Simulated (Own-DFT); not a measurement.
# Computed records: Hf36O71 (tetragonal hafnia with one neutral oxygen vacancy, atoms displaced)

A calculation, not a measurement: plane-wave PBE and HSE06 DFT by an unreviewed code, no spin, of a simulated cell at Gamma alone, so results move with cell size and shape, stress positive in tension, energies less offsets, not probed for a lower state with spin; hafnium file: forces about 75 meV/angstrom off all-electron values; oxygen file: force components 24 meV/angstrom off all-electron in a glass; k mesh not checked against a denser one; forces and stress are PBE's, HSE06 gives the energy alone, and its difference from PBE has offsets of its own; offsets are fitted by least squares, one for each functional and potential file, so energies compare only between cells with the same atoms and settings and are not formation energies; the far tail of each file's local potential was reset to the Coulomb form; each entry is a single point on an unrelaxed cell, so the pressure reflects the starting lattice, taken from the Materials Project, from which strain is counted, and rises with the displacements; printed positions are rounded, which can move forces by about a meV/angstrom; the program is a retired in-house code; no spin-orbit coupling. Program: Own-DFT development build.

Hf36O71 (tetragonal hafnia with one neutral oxygen vacancy, atoms displaced)

```xyz
107
Lattice="10.7800 0.0000 0.0000 0.0000 10.7800 0.0000 0.0000 0.0000 10.4493" Properties=species:S:1:pos:R:3 Hf36O71
Hf    10.7744     0.0086     0.0438
Hf     1.8259     1.7190     2.5798
O     10.7742     1.7799     1.6502
O      1.7646     0.0408     3.5870
O     10.7609     1.7434     4.1724
O      1.8564    10.7640     1.0284
Hf    10.7612    10.7798     5.2254
Hf     1.7876     1.7853     7.8236
O     10.7432     1.7981     6.8062
O      1.7878    10.7529     8.8349
O     10.7225     1.7556     9.4789
O      1.8239     0.0288     6.2889
Hf     0.0082     3.5694    10.3933
Hf     1.8143     5.3884     2.6038
O     10.7740     5.4305     1.6391
O      1.7842     3.5961     3.6425
O      0.0390     5.4003     4.1638
O      1.8082     3.6001     1.0114
Hf     0.0822     3.5969     5.2006
Hf     1.7773     5.3680     7.7870
O     10.7784     5.4271     6.8318
O      1.7645     3.6176     8.8013
O     10.7245     5.3452     9.4093
O      1.7635     3.6053     6.2853
Hf    10.7474     7.1882    10.4107
Hf     1.7606     8.9644     2.6107
O      0.0524     9.0255     1.5566
O      1.7994     7.1400     3.6104
O      0.0263     8.9492     4.2584
O      1.8042     7.2108     0.9959
Hf     0.0505     7.1815     5.1993
Hf     1.7844     8.9472     7.8381
O      0.0414     8.9095     6.8816
O      1.7703     7.1263     8.8999
O     10.7465     8.9423     9.4236
O      1.8376     7.1983     6.2306
Hf     3.5840     0.0065     0.0022
Hf     5.3841     1.7871     2.5800
O      3.5318     1.8199     1.6285
O      5.4076    10.7316     3.6724
O      3.6168     1.7839     4.1693
O      5.4007    10.7514     1.0209
Hf     3.5869     0.0284     5.2618
Hf     5.4083     1.8153     7.8707
O      3.5785     1.8156     6.8455
O      5.3774    10.7620     8.8831
O      5.3971     0.0086     6.2770
Hf     3.5662     3.5796     0.0097
Hf     5.3750     5.4443     2.6279
O      3.6252     5.3723     1.5975
O      5.3748     3.5936     3.6080
O      3.6251     5.4307     4.2261
O      5.3836     3.6053     1.0505
Hf     3.5832     3.6022     5.2240
Hf     5.4024     5.4337     7.8666
O      3.5614     5.3993     6.7828
O      5.3403     3.5892     8.9019
O      3.6002     5.4096     9.3960
O      5.3963     3.5899     6.2540
Hf     3.5383     7.1690     0.0582
Hf     5.3842     8.9619     2.6178
O      3.6276     9.0239     1.6021
O      5.3792     7.1744     3.6718
O      3.6239     9.0182     4.1932
O      5.3606     7.1960     1.0493
Hf     3.5588     7.1856     5.2441
Hf     5.4105     8.9895     7.8493
O      3.5982     8.9554     6.8019
O      5.3778     7.1420     8.8891
O      3.5318     8.9667     9.4686
O      5.3524     7.2124     6.2217
Hf     7.1696    10.7341    10.4476
Hf     9.0299     1.7515     2.6190
O      7.1801     1.7874     1.5910
O      8.9881    10.7774     3.6407
O      7.2124     1.8276     4.1708
O      8.9860     0.0265     0.9644
Hf     7.2224     0.0201     5.2582
Hf     9.0153     1.7742     7.8106
O      7.1530     1.7990     6.8187
O      8.9966     0.0113     8.8622
O      7.1725     1.8555     9.3866
O      8.9794     0.0053     6.2326
Hf     7.1995     3.5946     0.0157
Hf     9.0290     5.4088     2.6822
O      7.1920     5.3769     1.6085
O      9.0137     3.6113     3.6277
O      7.1861     5.4332     4.2000
O      9.0192     3.6222     1.0427
Hf     7.1827     3.5818     5.2472
Hf     8.9716     5.3850     7.8743
O      7.1596     5.3130     6.7899
O      8.9993     3.5366     8.8823
O      7.1767     5.3645     9.4187
O      8.9745     3.5621     6.2279
Hf     7.1754     7.2258    10.3931
Hf     8.9390     8.9962     2.6753
O      7.1777     8.9445     1.5683
O      8.9313     7.2311     3.6401
O      7.1800     9.0387     4.2506
O      9.0005     7.1976     1.0473
Hf     7.1430     7.1475     5.2144
Hf     8.9634     8.9545     7.8850
O      7.1688     8.9441     6.8423
O      8.9623     7.2010     8.9103
O      7.1991     9.0251     9.4318
O      9.0123     7.1888     6.2149
```

| Item | Value |
| --- | --- |
| first functional | PBE |
| second functional | HSE06 |
| exact exchange share | 0.25 |
| screening | 0.11 1/bohr |
| exchange divergence | Gygi-Baldereschi |
| potential files | PseudoDojo norm-conserving, scalar-relativistic, made for PBE, standard set |
| wave cutoff | 48 hartree |
| occupations | fixed |
| k mesh | 1 x 1 x 1 centred on Gamma |
| PBE energy of cell above offsets | -100.743 eV |
| HSE06 less PBE above offsets | -0.146 eV |
| PBE pressure | 0.84 GPa |
| PBE stress xx | -0.63 GPa |
| PBE stress yy | -0.5 GPa |
| PBE stress zz | -1.4 GPa |
| PBE stress yz | -0.12 GPa |
| PBE stress xz | 0.52 GPa |
| PBE stress xy | 0.02 GPa |

Force:
```tsv
element	x (eV/Å)	y (eV/Å)	z (eV/Å)
Hf	0.476	-0.825	-0.475
Hf	-0.866	1.417	0.569
O	0.707	-0.355	-1.01
O	-0.071	-1.652	0.925
O	-0.011	0.654	0.865
O	-0.965	0.332	-0.088
Hf	0.7	0.277	0.186
Hf	0.211	-0.4	0.345
O	0.895	-0.175	-0.212
O	0.15	0.58	0.33
O	0.518	0.386	-0.595
O	-0.949	-0.082	-0.705
Hf	-0.565	0.27	1.038
Hf	-0.337	-0.661	-0.349
O	0.759	0.048	-0.484
O	0.089	-0.325	0.196
O	-0.244	0.014	0.742
O	-0.632	0.173	-0.312
Hf	-1.71	-0.353	-0.538
Hf	0.689	0.64	0.77
O	-0.432	-0.169	-0.44
O	0.2	-0.922	0.693
O	-0.224	0.647	0.114
O	0.63	-0.164	-0.508
Hf	0.301	-0.602	0.769
Hf	1.284	0.22	-0.118
O	-1.144	0.04	0.767
O	-0.02	0.995	0.236
O	0.093	0.825	-0.675
O	-0.809	-0.043	0.803
Hf	-0.648	-0.51	0.978
Hf	0.999	-0.229	0.729
O	-1.106	0.436	-0.579
O	-0.25	0.407	-0.692
O	-0.021	0.884	0.181
O	-1.12	-0.07	0.295
Hf	0.382	-0.261	-0.457
Hf	0.434	0.159	0.754
O	1.699	-0.159	-1.325
O	0.048	1.02	-0.647
O	-0.27	0.159	0.732
O	-0.311	0.38	-0.006
Hf	1.007	-0.622	-0.504
Hf	0.066	0.139	0.008
O	0.068	0.108	0.346
O	-0.258	0.366	-0.004
O	-0.111	-0.113	0.041
Hf	1.043	0.263	-0.408
Hf	0.97	-1.065	-0.36
O	-0.876	0.302	-0.107
O	-0.107	0.089	0.307
O	-0.313	-0.949	-0.26
O	-0.277	-0.496	-0.61
Hf	0.823	0.13	-0.242
Hf	-0.946	-1.323	-0.379
O	0.531	-0.213	0.227
O	-0.383	0.074	-0.446
O	-0.17	-0.487	0.608
O	-0.686	-0.176	-0.148
Hf	0.853	-0.013	-1.011
Hf	-0.41	0.348	0.491
O	-0.894	-0.341	0.289
O	0.369	0.763	-0.125
O	-0.686	-0.33	0.375
O	0.555	-0.018	-0.334
Hf	1.051	0.741	-0.527
Hf	-1.125	-0.123	-0.53
O	0.006	0.278	0.589
O	0.746	1.484	-0.097
O	0.293	0.007	-0.135
O	0.586	-0.393	0.728
Hf	-0.018	2.174	0.267
Hf	-1.221	1.641	0.027
O	0.374	-0.098	-0.105
O	0.205	-0.435	0.21
O	-0.029	-0.691	0.538
O	-0.354	-0.231	0.846
Hf	-1.602	0.63	-0.676
Hf	-1.218	0.504	0.525
O	0.833	-0.15	-0.206
O	-0.177	-0.619	-0.395
O	-0.21	-1.253	0.457
O	0.56	-0.311	0.418
Hf	-0.032	-0.194	0.909
Hf	-0.951	-0.491	-1.238
O	0.082	0.27	0.071
O	0.108	-0.388	0.095
O	0.055	-0.937	0.195
O	-0.014	-0.273	-0.536
Hf	0.051	0.196	-0.607
Hf	0.089	-0.731	-0.558
O	0.502	0.829	0.567
O	0.077	0.781	-0.564
O	0.239	0.569	-0.292
O	0.719	0.255	0.133
Hf	0.007	-1.175	1.86
Hf	0.068	-0.72	-1.166
O	0.484	0.337	0.189
O	0.368	-0.077	0.219
O	0.444	-0.979	-0.381
O	-0.404	0.288	-0.558
Hf	0.499	0.802	0.226
Hf	0.762	0.471	-0.76
O	0.437	0.145	0.311
O	-0.356	-0.523	-0.345
O	-0.096	-0.93	-0.61
O	-0.563	-0.117	0.346
```
